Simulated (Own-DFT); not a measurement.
# What a defect does to the pressure of its cell: C40 NbSi2

Calculated, not measured: single-point runs of Own-DFT, a retired in-house plane-wave DFT program that no person has reviewed, on unrelaxed cells, without spin or spin-orbit coupling.

Method: PBEsol; PseudoDojo norm-conserving scalar-relativistic files, made for PBE; cutoff 42 hartree; 4 x 4 x 5 k mesh centred on Gamma; cold (Marzari-Vanderbilt) smearing of 0.2 eV.

Limits: forces on such cells failed a check on a denser k mesh; stress not checked against mesh or cutoff.

All runs share one cell, with vectors in Å (0.000, 8.324, 0.000); (-9.613, 0.000, 0.000); (0.000, 0.000, 6.586) and a volume of 527.0 Å³. Atoms were moved at random from their sites; u is the rms move along one axis. The defect's site can differ from row to row.

| cell | formula | u (Å) | P (GPa) |
|---|---|---|---|
| no defect | Nb12Si24 | 0.0194 | -2.15 |
| no defect | Nb12Si24 | 0.0207 | -2.12 |
| no defect | Nb12Si24 | 0.0497 | -0.93 |
| two Nb vacancies | Nb10Si24 | 0.0304 | -2.94 |
| two Nb vacancies | Nb10Si24 | 0.0340 | -3.22 |
| two Nb vacancies | Nb10Si24 | 0.0504 | -2.74 |
| one Si vacancy | Nb12Si23 | 0.0316 | ? |
| one Si vacancy | Nb12Si23 | 0.0321 | -2.53 |
| one Si vacancy | Nb12Si23 | 0.0465 | -2.06 |
| one Si vacancy | Nb12Si23 | 0.0551 | -1.52 |
| two Nb on a Si site each | Nb14Si22 | 0.0272 | 3.41 |
| two Nb on a Si site each | Nb14Si22 | 0.0300 | 3.50 |
| two Nb on a Si site each | Nb14Si22 | 0.0532 | 4.33 |
| two Si on a Nb site each | Nb10Si26 | 0.0282 | -1.66 |
| two Si on a Nb site each | Nb10Si26 | 0.0322 | -1.82 |
| two Si on a Nb site each | Nb10Si26 | 0.0486 | -0.69 |

## What the rows give

P = P0 + c u² + a shift for each defect gives P0 = -2.27 GPa, c = 490 ± 59 GPa/Å² and a scatter of 0.19 GPa. The shifts, and each times the cell's volume:

- two Nb on a Si site each: 5.29 ± 0.16 GPa, 17.4 eV (8.7 eV for each of its 2 sites)
- two Si on a Nb site each: 0.19 ± 0.16 GPa, 0.6 eV (0.3 eV for each of its 2 sites) (not resolved)
- one Si vacancy: -0.79 ± 0.17 GPa, -2.6 eV
- two Nb vacancies: -1.45 ± 0.16 GPa, -4.8 eV (-2.4 eV for each of its 2 sites)

A positive shift means that the defect pushes the cell outwards. Shift times volume (160.2 GPa Å³ is 1 eV) depends little on the cell's size, so, taken for each site, it can be compared between cells at like pressure. The atoms around the defects weren't relaxed, which would change these numbers.

## Prediction

Question: what pressure belongs in the blank (one Si vacancy, u = 0.0316 Å)?

From the fit: -2.57 ± 0.23 GPa. The hidden result is -2.55 GPa.
